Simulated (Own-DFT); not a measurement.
# Misfit strain and the stress it brings: wurtzite AlGaN with randomly placed atoms, 72 atoms (Al27Ga9N36)

The numbers are computed, not measured, by runs of the plane-wave DFT program Own-DFT (in-house, retired, unreviewed) at fixed positions, with no spin and no spin-orbit coupling.

Method: PBE; PseudoDojo norm-conserving scalar-relativistic files; cutoff 42 hartree; 4 x 4 x 3 k mesh centred on Gamma; Fermi-Dirac smearing of 0.1 eV.

Caveats: forces on such cells passed a denser k mesh, each cell not checked; stress not checked against mesh or cutoff.

Unstrained cell vectors in Å: (9.394, 0.000, 0.000); (-4.697, 8.135, 0.000); (0.000, 0.000, 10.066). The unstrained cell has measured lattice constants (interpolated for alloys), not those of this functional. That, the random moves and any unrelaxed bonds set the pressure at no strain. Each run strains x and y alike by e, as a substrate would, and holds the height along z. All atoms carry random offsets, Gaussian with a width of 0.05 Å per axis. The random placing of the alloy's atoms differs from row to row. Stress is positive in tension.

```
e (%)  u (Å)  (s_xx + s_yy)/2 (GPa)  s_zz (GPa)
-2.50  0.050                 -24.18       -9.52
-2.25  0.051                 -20.19      -11.38
-1.25  0.053                 -14.97       -8.18
-1.00  0.051                 -12.90       -7.43
 0.50  0.048                  -3.14       -8.05
 0.75  0.049                  -2.26       -6.28
 1.00  0.053                  -1.76       -3.93
 1.75  0.053                      ?           ?
 2.75  0.051                   7.85       -5.07
 3.00  0.051                   8.23       -3.22
```

## Analysis

With e as a fraction, the in-plane stress is -6.7 + 592 e - 2891 e² GPa (errors 15 and 870, scatter 0.80), and s_zz is -7.1 + 118 e GPa (slope ± 23, scatter 1.29). At e = 0 the first slope is C11 + C12 and the second 2 C13, both with the ions held to the strained lattice and at the cell's own pressure. The term in e² is negative: the layer stiffens under compression and softens under tension. A free layer would change its height as e changes, and the in-plane slope would drop by 2 C13²/C33 to the biaxial modulus. At fixed height, a misfit of 1 % moves the in-plane stress by about 5.9 GPa and s_zz by 1.2 GPa.

## Check

Q: what are the two stresses at e = 1.75 %?

The fit gives 2.8 and -5.1 GPa. The run itself gave 2.02 and -4.05 GPa.
